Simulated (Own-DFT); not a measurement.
Simulation results for AlN (wurtzite, atoms displaced)

All values are calculated (Own-DFT development build). A calculation, not a measurement: plane-wave PBE density functional theory by an unreviewed code, no spin, of a simulated periodic cell, stress positive in tension, free energy of the whole cell less one offset for each atom, forces on such cells passed a denser k mesh, this cell's mesh not checked; offsets are fitted by least squares, one for each functional and potential file, so energies compare only between cells with the same atoms and settings and are not formation energies; the far tail of each file's local potential was reset to the Coulomb form; each entry is a single point on an unrelaxed cell, so the pressure reflects the starting lattice, mostly measured values (interpolated for alloys), from which strain is counted, and rises with the displacements; printed positions are rounded, which can move forces by about a meV/angstrom; the program, named Own-DFT, is a retired in-house code; no spin-orbit coupling.

Common to all runs: functional PBE; potential files PseudoDojo norm-conserving, scalar-relativistic, standard set; wave cutoff 42 hartree; occupations Fermi-Dirac; smearing width 0.1 eV; hardware one NVIDIA H100; k mesh 2 x 2 x 2 centred on Gamma.

(1) 
```cif
# cell vector a (Å): 12.4480 0.0000 0.0000
# cell vector b (Å): -6.2240 10.7803 0.0000
# cell vector c (Å): 0.0000 0.0000 9.9640
data_AlN
_symmetry_space_group_name_H-M 'P 1'
_symmetry_Int_Tables_number 1
_cell_length_a 12.4480
_cell_length_b 12.4480
_cell_length_c 9.9640
_cell_angle_alpha 90.000
_cell_angle_beta 90.000
_cell_angle_gamma 120.000
_cell_volume 1337.10
loop_
_atom_site_label
_atom_site_type_symbol
_atom_site_fract_x
_atom_site_fract_y
_atom_site_fract_z
_atom_site_occupancy
Al1 Al 0.08504 0.17038 0.99835 1
Al2 Al 0.16638 0.08233 0.24655 1
N1 N 0.08023 0.16298 0.19089 1
N2 N 0.16814 0.08486 0.44177 1
Al3 Al 0.08346 0.16756 0.50156 1
Al4 Al 0.16429 0.08657 0.75011 1
N3 N 0.08378 0.16593 0.69012 1
N4 N 0.16656 0.08119 0.94011 1
Al5 Al 0.08304 0.41672 0.99980 1
Al6 Al 0.16586 0.33102 0.25265 1
N5 N 0.08589 0.41766 0.19114 1
N6 N 0.16689 0.33532 0.43853 1
Al7 Al 0.08489 0.41430 0.49734 1
Al8 Al 0.16726 0.33685 0.75007 1
N7 N 0.08491 0.41951 0.69056 1
N8 N 0.16706 0.33502 0.94139 1
Al9 Al 0.08611 0.66973 0.00166 1
Al10 Al 0.16497 0.58161 0.24778 1
N9 N 0.08185 0.66578 0.19401 1
N10 N 0.16984 0.58512 0.44274 1
Al11 Al 0.07996 0.66659 0.49803 1
Al12 Al 0.16804 0.58621 0.75043 1
N11 N 0.08270 0.66677 0.68885 1
N12 N 0.16651 0.58292 0.94117 1
Al13 Al 0.08228 0.91362 0.99885 1
Al14 Al 0.16577 0.83319 0.25007 1
N13 N 0.08263 0.91597 0.19251 1
N14 N 0.16482 0.83227 0.44136 1
Al15 Al 0.08367 0.91590 0.50203 1
Al16 Al 0.16291 0.83062 0.74983 1
N15 N 0.08168 0.91770 0.69186 1
N16 N 0.16655 0.83247 0.94255 1
Al17 Al 0.33272 0.16440 0.00162 1
Al18 Al 0.41839 0.08412 0.24707 1
N17 N 0.33055 0.16587 0.19129 1
N18 N 0.41614 0.08426 0.43887 1
Al19 Al 0.33737 0.17153 0.49787 1
Al20 Al 0.42145 0.08284 0.74956 1
N19 N 0.33218 0.16851 0.68561 1
N20 N 0.41771 0.08343 0.94228 1
Al21 Al 0.33220 0.41628 0.00292 1
Al22 Al 0.41590 0.33300 0.25175 1
N21 N 0.33263 0.41724 0.18986 1
N22 N 0.41437 0.33205 0.44304 1
Al23 Al 0.33200 0.41779 0.49915 1
Al24 Al 0.41711 0.33110 0.74875 1
N23 N 0.33018 0.41476 0.68922 1
N24 N 0.41881 0.33255 0.94535 1
Al25 Al 0.33151 0.66904 0.00062 1
Al26 Al 0.41696 0.58276 0.24985 1
N25 N 0.33390 0.66757 0.19083 1
N26 N 0.41444 0.58567 0.43917 1
Al27 Al 0.33058 0.66637 0.50002 1
Al28 Al 0.41533 0.58365 0.74873 1
N27 N 0.33562 0.66809 0.69224 1
N28 N 0.41643 0.58388 0.94065 1
Al29 Al 0.33270 0.91888 0.00177 1
Al30 Al 0.41539 0.83339 0.25147 1
N29 N 0.33165 0.91651 0.19150 1
N30 N 0.41703 0.83182 0.44331 1
Al31 Al 0.33144 0.91716 0.49720 1
Al32 Al 0.41694 0.83170 0.75015 1
N31 N 0.32987 0.91611 0.69311 1
N32 N 0.41709 0.83394 0.94116 1
Al33 Al 0.58167 0.16555 0.99901 1
Al34 Al 0.66822 0.08169 0.24879 1
N33 N 0.58421 0.16608 0.19147 1
N34 N 0.66530 0.08518 0.44296 1
Al35 Al 0.58544 0.16790 0.50296 1
Al36 Al 0.66525 0.08240 0.74896 1
N35 N 0.58449 0.16627 0.68786 1
N36 N 0.66550 0.08682 0.93935 1
Al37 Al 0.58402 0.41712 0.00187 1
Al38 Al 0.66839 0.33326 0.24779 1
N37 N 0.58515 0.41568 0.19015 1
N38 N 0.66833 0.33329 0.43965 1
Al39 Al 0.58474 0.42026 0.50063 1
Al40 Al 0.66462 0.33481 0.74933 1
N39 N 0.58366 0.41669 0.68994 1
N40 N 0.66540 0.33248 0.94024 1
Al41 Al 0.58625 0.66732 0.99957 1
Al42 Al 0.66746 0.58271 0.24919 1
N41 N 0.58397 0.66612 0.19126 1
N42 N 0.66744 0.57968 0.43816 1
Al43 Al 0.58249 0.66609 0.50067 1
Al44 Al 0.66577 0.58386 0.75179 1
N43 N 0.58493 0.66699 0.69091 1
N44 N 0.66597 0.58086 0.93813 1
Al45 Al 0.58078 0.91391 0.99931 1
Al46 Al 0.66646 0.83309 0.25198 1
N45 N 0.58486 0.91757 0.19267 1
N46 N 0.66855 0.83685 0.43839 1
Al47 Al 0.58330 0.91655 0.49763 1
Al48 Al 0.66382 0.83048 0.74831 1
N47 N 0.58438 0.91642 0.68998 1
N48 N 0.66554 0.83044 0.93877 1
Al49 Al 0.83528 0.17017 0.00105 1
Al50 Al 0.91204 0.07965 0.25003 1
N49 N 0.83066 0.16692 0.18730 1
N50 N 0.91513 0.08384 0.44020 1
Al51 Al 0.83536 0.16873 0.49885 1
Al52 Al 0.91659 0.08406 0.75173 1
N51 N 0.83286 0.16854 0.69572 1
N52 N 0.91840 0.08425 0.94136 1
Al53 Al 0.83416 0.41953 0.99763 1
Al54 Al 0.92095 0.33388 0.24673 1
N53 N 0.83623 0.41749 0.18968 1
N54 N 0.91571 0.33468 0.44229 1
Al55 Al 0.83492 0.41550 0.49727 1
Al56 Al 0.91527 0.33335 0.74786 1
N55 N 0.83530 0.41914 0.69665 1
N56 N 0.91658 0.33594 0.94139 1
Al57 Al 0.83430 0.66736 0.00176 1
Al58 Al 0.91554 0.58109 0.24836 1
N57 N 0.83388 0.66666 0.19003 1
N58 N 0.91786 0.58298 0.43871 1
Al59 Al 0.83385 0.66646 0.49883 1
Al60 Al 0.91618 0.58429 0.75128 1
N59 N 0.83516 0.66846 0.69396 1
N60 N 0.91411 0.57806 0.94192 1
Al61 Al 0.83089 0.91389 0.00279 1
Al62 Al 0.91679 0.83302 0.24714 1
N61 N 0.83305 0.91773 0.18925 1
N62 N 0.91615 0.83106 0.44044 1
Al63 Al 0.83239 0.91699 0.49678 1
Al64 Al 0.92017 0.83410 0.75130 1
N63 N 0.83438 0.91915 0.69229 1
N64 N 0.91914 0.83636 0.93919 1
_calc_free_energy_of_cell_above_offsets '-62.288'  # eV
_calc_pressure 3.78  # GPa
_calc_stress_xx -3.45  # GPa
_calc_stress_yy -4.31  # GPa
_calc_stress_zz -3.57  # GPa
_calc_stress_yz 0  # GPa
_calc_stress_xz -0.02  # GPa
_calc_stress_xy -0.07  # GPa
_calc_wall_time 361.4  # s
```

Force:
```tsv
element	x (eV/Å)	y (eV/Å)	z (eV/Å)
Al	0.157	-0.94	0.329
Al	-0.376	-0.035	0.914
N	-0.12	0.609	-0.038
N	-0.241	-0.222	-0.324
Al	0.3	-0.327	-0.482
Al	1.375	-0.595	-0.122
N	-1.005	0.91	0.167
N	-0.209	0.394	0.233
Al	-0.176	0.084	-0.123
Al	0.093	-0.079	-0.852
N	0.047	-0.425	-0.123
N	0.334	-0.709	0.403
Al	-0.934	1.06	0.604
Al	-0.067	-0.602	0.034
N	-0.133	-0.314	-0.168
N	0.069	-0.002	-0.169
Al	-0.407	-1.105	0.05
Al	0.408	0.636	0.715
N	0.253	0.212	-0.541
N	-1.087	-0.665	-0.572
Al	1.003	-0.15	0.152
Al	-0.084	-0.32	-0.225
N	-0.113	-0.072	0.3
N	-0.248	0.347	0.065
Al	-0.094	0.794	0.341
Al	-0.092	-0.088	0.291
N	0.106	-0.153	-0.626
N	0.128	0.127	-0.194
Al	-0.323	0.576	-0.302
Al	0.202	0.711	-0.031
N	0.681	0.058	-0.004
N	-0.028	0.108	-0.274
Al	-0.186	0.416	-0.331
Al	-0.282	0.118	0.567
N	0.672	0.188	-0.062
N	0.438	0.02	0.102
Al	-0.414	-1.44	0.193
Al	-1.528	0.028	-0.156
N	0.702	-0.531	1.045
N	-0.34	-0.124	-0.321
Al	0.506	0.273	-0.717
Al	0.208	0.051	-0.353
N	0.161	-0.306	0.704
N	0.263	1.448	-0.62
Al	0.259	0.027	0.105
Al	-0.536	0.304	0.455
N	0.639	0.557	0.152
N	-0.716	-0.039	-0.7
Al	0.836	-0.458	-0.051
Al	-0.308	0.288	-0.267
N	-0.174	-0.089	0.002
N	0.839	-0.356	0.374
Al	0.479	0.349	0.287
Al	0.428	-0.416	0.42
N	-0.431	-0.249	-0.301
N	0.057	0.039	0.124
Al	0.477	-0.389	-0.356
Al	0.285	-0.01	0.013
N	0.22	-0.007	0.004
N	-0.523	0.436	-0.38
Al	0.315	0.101	0.6
Al	-0.414	0.711	-0.155
N	0.687	-0.138	-0.359
N	-0.522	0.079	0.009
Al	0.323	0.596	0.433
Al	-0.859	0.549	0.452
N	-0.002	-0.025	-0.34
N	0.935	-0.362	-0.454
Al	-0.687	-0.028	-1.089
Al	0.398	0.154	0.241
N	-0.198	0.368	0.744
N	0.761	-0.997	0.205
Al	0.138	-0.369	-0.286
Al	0.205	-0.201	0.293
N	-0.503	0.148	0.397
N	-0.395	0.252	0.234
Al	0.334	-1.298	-0.238
Al	0.935	-0.222	0.22
N	-0.397	0.384	-0.016
N	-0.023	0.151	0.074
Al	-0.678	-0.64	-0.003
Al	-0.043	-0.152	-0.117
N	0.1	0.087	0.014
N	-0.679	1.194	0.349
Al	0.169	0.145	-0.496
Al	0.605	-0.11	-0.418
N	-0.474	-0.47	-0.383
N	0.128	0.615	0.783
Al	0.446	0.861	0.062
Al	-0.024	-0.154	-0.599
N	-0.271	-0.555	-0.347
N	-0.041	-0.937	0.484
Al	-0.165	0.4	0.396
Al	0.693	0.928	0.109
N	-0.351	-0.166	-0.039
N	-0.117	0.477	0.317
Al	-0.274	-0.49	-0.952
Al	0.34	0.969	-0.278
N	0.888	0.062	0.822
N	0.298	0.119	-0.063
Al	-0.66	-0.36	0.665
Al	-0.111	-0.041	-0.049
N	0.326	-0.331	-1.003
N	-0.404	-0.151	0.282
Al	-0.089	-1.391	0.355
Al	-0.91	-0.126	0.357
N	-0.155	-0.343	-0.023
N	1.169	-0.342	-0.705
Al	-0.82	0.547	0.871
Al	0.345	0.463	0.627
N	-0.563	-0.382	-1.225
N	0.49	-0.181	-0.072
Al	0.052	-0.23	-0.764
Al	-0.019	0.258	0.17
N	-0.113	-0.02	0.049
N	-0.601	-0.224	0.102
Al	0.137	-0.176	0.408
Al	0.274	-0.143	0.048
N	-0.379	-0.306	-0.576
N	0.107	2.242	-0.065
Al	0.15	0.837	-1.049
Al	-0.056	0.07	0.583
N	-0.001	-0.803	0.479
N	-0.289	0.46	-0.258
Al	0.611	0.024	0.949
Al	-1.212	0.208	-0.379
N	-0.019	-0.652	-0.442
N	-0.293	-0.895	0.707
```

(2) 
```cif
# cell vector a (Å): 12.4480 0.0000 0.0000
# cell vector b (Å): -6.2240 10.7803 0.0000
# cell vector c (Å): 0.0000 0.0000 9.9640
data_AlN
_symmetry_space_group_name_H-M 'P 1'
_symmetry_Int_Tables_number 1
_cell_length_a 12.4480
_cell_length_b 12.4480
_cell_length_c 9.9640
_cell_angle_alpha 90.000
_cell_angle_beta 90.000
_cell_angle_gamma 120.000
_cell_volume 1337.10
loop_
_atom_site_label
_atom_site_type_symbol
_atom_site_fract_x
_atom_site_fract_y
_atom_site_fract_z
_atom_site_occupancy
Al1 Al 0.08352 0.16851 0.99961 1
Al2 Al 0.16843 0.08402 0.25173 1
N1 N 0.08436 0.16569 0.19254 1
N2 N 0.16390 0.08280 0.44247 1
Al3 Al 0.08526 0.16977 0.50081 1
Al4 Al 0.16701 0.08345 0.74774 1
N3 N 0.08209 0.16830 0.68717 1
N4 N 0.16577 0.08457 0.93897 1
Al5 Al 0.08287 0.41829 0.00273 1
Al6 Al 0.16579 0.33382 0.24899 1
N5 N 0.08047 0.41427 0.19262 1
N6 N 0.16447 0.33014 0.44164 1
Al7 Al 0.08390 0.41604 0.49707 1
Al8 Al 0.16777 0.33415 0.74876 1
N7 N 0.08536 0.41670 0.69361 1
N8 N 0.16820 0.33468 0.93993 1
Al9 Al 0.08004 0.66504 0.00130 1
Al10 Al 0.16690 0.58510 0.24786 1
N9 N 0.08110 0.66075 0.19204 1
N10 N 0.16677 0.58242 0.44074 1
Al11 Al 0.08136 0.66610 0.50112 1
Al12 Al 0.16856 0.58304 0.74879 1
N11 N 0.08199 0.66822 0.69078 1
N12 N 0.16517 0.58545 0.93834 1
Al13 Al 0.08312 0.91680 0.99919 1
Al14 Al 0.16357 0.83513 0.25000 1
N13 N 0.08854 0.91687 0.19354 1
N14 N 0.17065 0.83702 0.44230 1
Al15 Al 0.08209 0.91565 0.49857 1
Al16 Al 0.16531 0.83411 0.74799 1
N15 N 0.08250 0.91285 0.68878 1
N16 N 0.16668 0.83785 0.93621 1
Al17 Al 0.33243 0.16320 0.99674 1
Al18 Al 0.41636 0.08294 0.24772 1
N17 N 0.33263 0.16545 0.19031 1
N18 N 0.41772 0.08435 0.43819 1
Al19 Al 0.33166 0.16572 0.50168 1
Al20 Al 0.41498 0.08321 0.74945 1
N19 N 0.33621 0.16904 0.68999 1
N20 N 0.41665 0.08334 0.94134 1
Al21 Al 0.33421 0.41324 0.99946 1
Al22 Al 0.41392 0.33194 0.25177 1
N21 N 0.33574 0.41778 0.18906 1
N22 N 0.41762 0.33465 0.43604 1
Al23 Al 0.33405 0.41765 0.49891 1
Al24 Al 0.41434 0.33340 0.75220 1
N23 N 0.33216 0.41740 0.69034 1
N24 N 0.41903 0.33611 0.94288 1
Al25 Al 0.33132 0.66562 0.00207 1
Al26 Al 0.41572 0.58045 0.24806 1
N25 N 0.33232 0.66529 0.18948 1
N26 N 0.41723 0.58389 0.44332 1
Al27 Al 0.33514 0.66579 0.49662 1
Al28 Al 0.41616 0.58183 0.75122 1
N27 N 0.33115 0.66825 0.68833 1
N28 N 0.41641 0.58218 0.94164 1
Al29 Al 0.32868 0.91379 0.99891 1
Al30 Al 0.41175 0.83146 0.24807 1
N29 N 0.33610 0.91838 0.19226 1
N30 N 0.41721 0.83424 0.44332 1
Al31 Al 0.33286 0.91515 0.49693 1
Al32 Al 0.41919 0.83685 0.74920 1
N31 N 0.33382 0.91796 0.68507 1
N32 N 0.41489 0.83138 0.94062 1
Al33 Al 0.58460 0.17062 0.00043 1
Al34 Al 0.66606 0.08332 0.25033 1
N33 N 0.58381 0.16667 0.19160 1
N34 N 0.66595 0.08282 0.44427 1
Al35 Al 0.58476 0.16846 0.49326 1
Al36 Al 0.66857 0.08722 0.74842 1
N35 N 0.58367 0.16795 0.69316 1
N36 N 0.66826 0.08711 0.94273 1
Al37 Al 0.58217 0.41608 0.99990 1
Al38 Al 0.66587 0.33322 0.25331 1
N37 N 0.58142 0.41323 0.18770 1
N38 N 0.66656 0.33035 0.44019 1
Al39 Al 0.58544 0.41716 0.50026 1
Al40 Al 0.66524 0.33129 0.74760 1
N39 N 0.58319 0.41492 0.69208 1
N40 N 0.66956 0.33511 0.93838 1
Al41 Al 0.58396 0.66506 0.99917 1
Al42 Al 0.66780 0.58356 0.25116 1
N41 N 0.58519 0.66854 0.18871 1
N42 N 0.66661 0.58066 0.44449 1
Al43 Al 0.58477 0.66783 0.49741 1
Al44 Al 0.66844 0.58342 0.75134 1
N43 N 0.58161 0.66607 0.69158 1
N44 N 0.66531 0.58150 0.94132 1
Al45 Al 0.58189 0.91763 0.00076 1
Al46 Al 0.66594 0.83342 0.24893 1
N45 N 0.58404 0.91867 0.18920 1
N46 N 0.66682 0.83214 0.43949 1
Al47 Al 0.58629 0.91981 0.49890 1
Al48 Al 0.66875 0.83490 0.75011 1
N47 N 0.58232 0.91596 0.69259 1
N48 N 0.66555 0.83526 0.94322 1
Al49 Al 0.83136 0.16761 0.99984 1
Al50 Al 0.91296 0.07972 0.24894 1
N49 N 0.83102 0.16385 0.19113 1
N50 N 0.91611 0.08285 0.43834 1
Al51 Al 0.83289 0.16804 0.49890 1
Al52 Al 0.91621 0.08381 0.75224 1
N51 N 0.83401 0.16764 0.68993 1
N52 N 0.91570 0.08090 0.94203 1
Al53 Al 0.83308 0.41598 0.99803 1
Al54 Al 0.91704 0.33453 0.25252 1
N53 N 0.83381 0.41649 0.19160 1
N54 N 0.91677 0.33353 0.44007 1
Al55 Al 0.83629 0.41842 0.50294 1
Al56 Al 0.91841 0.33253 0.75190 1
N55 N 0.83687 0.41990 0.68760 1
N56 N 0.91795 0.33323 0.94338 1
Al57 Al 0.83237 0.66562 0.99986 1
Al58 Al 0.91395 0.58133 0.25228 1
N57 N 0.83267 0.66382 0.18964 1
N58 N 0.91699 0.58457 0.43973 1
Al59 Al 0.83103 0.66696 0.49924 1
Al60 Al 0.91943 0.58603 0.74857 1
N59 N 0.83459 0.66683 0.68938 1
N60 N 0.91472 0.58381 0.93888 1
Al61 Al 0.83266 0.91597 0.99981 1
Al62 Al 0.91597 0.83300 0.25034 1
N61 N 0.83512 0.91741 0.19138 1
N62 N 0.92234 0.83689 0.44398 1
Al63 Al 0.82990 0.91625 0.49985 1
Al64 Al 0.91751 0.83590 0.74648 1
N63 N 0.83384 0.91799 0.69314 1
N64 N 0.91421 0.83076 0.93824 1
_calc_free_energy_of_cell_above_offsets '-62.267'  # eV
_calc_pressure 3.79  # GPa
_calc_stress_xx -4.12  # GPa
_calc_stress_yy -3.62  # GPa
_calc_stress_zz -3.63  # GPa
_calc_stress_yz 0.03  # GPa
_calc_stress_xz -0.29  # GPa
_calc_stress_xy 0.19  # GPa
_calc_wall_time 363.8  # s
```

Force:
```tsv
element	x (eV/Å)	y (eV/Å)	z (eV/Å)
Al	-0.011	-0.206	0.28
Al	-0.23	0.006	0.005
N	-0.389	0.074	-0.359
N	0.57	0.198	0.027
Al	-0.545	-1.166	-0.453
Al	-0.289	-0.157	-0.18
N	0.432	-0.323	0.896
N	0.135	-0.213	-0.074
Al	0.438	-0.046	-0.468
Al	0.375	-0.375	0.092
N	0.449	0.648	-0.163
N	0.374	1.174	-0.49
Al	-0.114	0.102	0.676
Al	-0.21	-0.166	0.245
N	-0.418	-0.045	-0.717
N	-0.258	-0.06	0.247
Al	0.049	0.492	-0.453
Al	0.283	-0.819	0.674
N	-0.761	1.411	-0.286
N	-0.15	0.19	-0.248
Al	0.597	0.462	-0.214
Al	-0.652	0.356	-0.137
N	0.77	-0.212	-0.082
N	0.231	-0.338	0.645
Al	-0.461	0.163	0.022
Al	1.927	-1.023	0.554
N	-1.952	0.264	-0.88
N	-0.841	-1.021	-0.579
Al	0.919	0.592	0.411
Al	0.837	-0.123	-0.283
N	-0.518	1.185	0.081
N	0.073	-1.058	0.761
Al	-0.356	0.728	0.589
Al	0.067	0.35	0.271
N	-0.036	0.144	-0.296
N	-0.276	-0.064	0.221
Al	0.37	0.181	-0.732
Al	0.677	-0.118	-0.124
N	-0.697	-0.249	0.305
N	0.151	-0.241	-0.182
Al	-0.684	0.8	0.069
Al	0.619	-0.076	-0.904
N	-0.636	-0.523	0.298
N	-0.039	-0.175	1.262
Al	-0.016	-0.32	0.1
Al	0.552	0.384	-0.258
N	0.484	-0.259	-0.134
N	-0.037	-1.206	-0.557
Al	0.322	-0.044	-0.877
Al	0.163	0.751	0.214
N	0.085	-0.038	0.419
N	0.385	-0.235	-0.975
Al	-0.747	0.476	0.719
Al	-0.565	0.709	-0.167
N	0.954	-0.094	0.24
N	-0.16	-0.072	0.124
Al	0.798	0.521	0.153
Al	1.153	0.39	0.541
N	-1.084	-0.673	-0.619
N	0.481	-0.283	-0.903
Al	0.337	0.778	0.214
Al	-0.595	-0.754	-0.125
N	-0.182	0.02	0.968
N	-0.223	0.354	0.12
Al	0.139	-0.438	-0.04
Al	0.003	-0.045	-0.021
N	-0.152	0.206	-0.004
N	0.257	0.398	-0.724
Al	-0.46	-0.836	1.292
Al	-0.162	-0.653	0.412
N	-0.133	-0.393	-0.909
N	-0.361	-0.521	-0.537
Al	0.711	0.03	-0.098
Al	0.218	-0.041	-0.858
N	-0.072	0.623	0.859
N	0.076	1.283	0.326
Al	-0.321	-0.812	0.273
Al	0.456	0.689	0.213
N	-0.416	0.294	-0.231
N	-0.556	-0.085	0.124
Al	-0.479	0.47	-0.191
Al	-0.356	-0.593	-0.356
N	-0.02	-0.537	0.637
N	-0.347	0.638	-0.89
Al	-0.218	-0.458	0.803
Al	-0.285	-0.09	-0.328
N	0.612	0.213	-0.212
N	0.21	0.263	-0.055
Al	0.01	0.22	-0.313
Al	-0.032	0.248	-0.348
N	-0.28	-0.607	0.618
N	-0.231	0.219	-0.035
Al	-0.512	-0.905	0.49
Al	-0.617	-0.417	0.416
N	0.676	0.74	-0.401
N	0.382	-0.421	-0.293
Al	0.645	-0.319	0.387
Al	0.512	0.986	0.141
N	0.11	0.642	0.099
N	-0.224	0.068	0.514
Al	0.532	-0.243	0.012
Al	0.114	0.166	-0.275
N	0.092	-0.006	0.113
N	-0.196	0.694	-0.029
Al	0.027	0.322	0.406
Al	-0.292	-0.702	-0.507
N	-0.318	-0.157	-0.16
N	0.009	0.114	0.332
Al	-0.288	-0.18	-0.754
Al	-0.237	0.493	-0.233
N	-0.099	-0.602	0.977
N	-0.198	0.106	-0.374
Al	-0.128	-0.036	-0.26
Al	0.464	-0.076	-0.373
N	-0.171	0.69	0.397
N	-0.315	-0.128	0.301
Al	0.889	0.294	0.322
Al	-0.416	-0.356	0.145
N	-0.447	0.214	0.067
N	0.387	-0.189	0.225
Al	-0.042	-0.18	-0.008
Al	0.505	0.066	0.099
N	-0.155	-0.786	-0.177
N	-1.716	-1.062	-0.761
Al	1.009	0.558	0.105
Al	0.196	-0.684	0.323
N	-0.121	0.017	-0.615
N	0.209	0.462	0.414
```
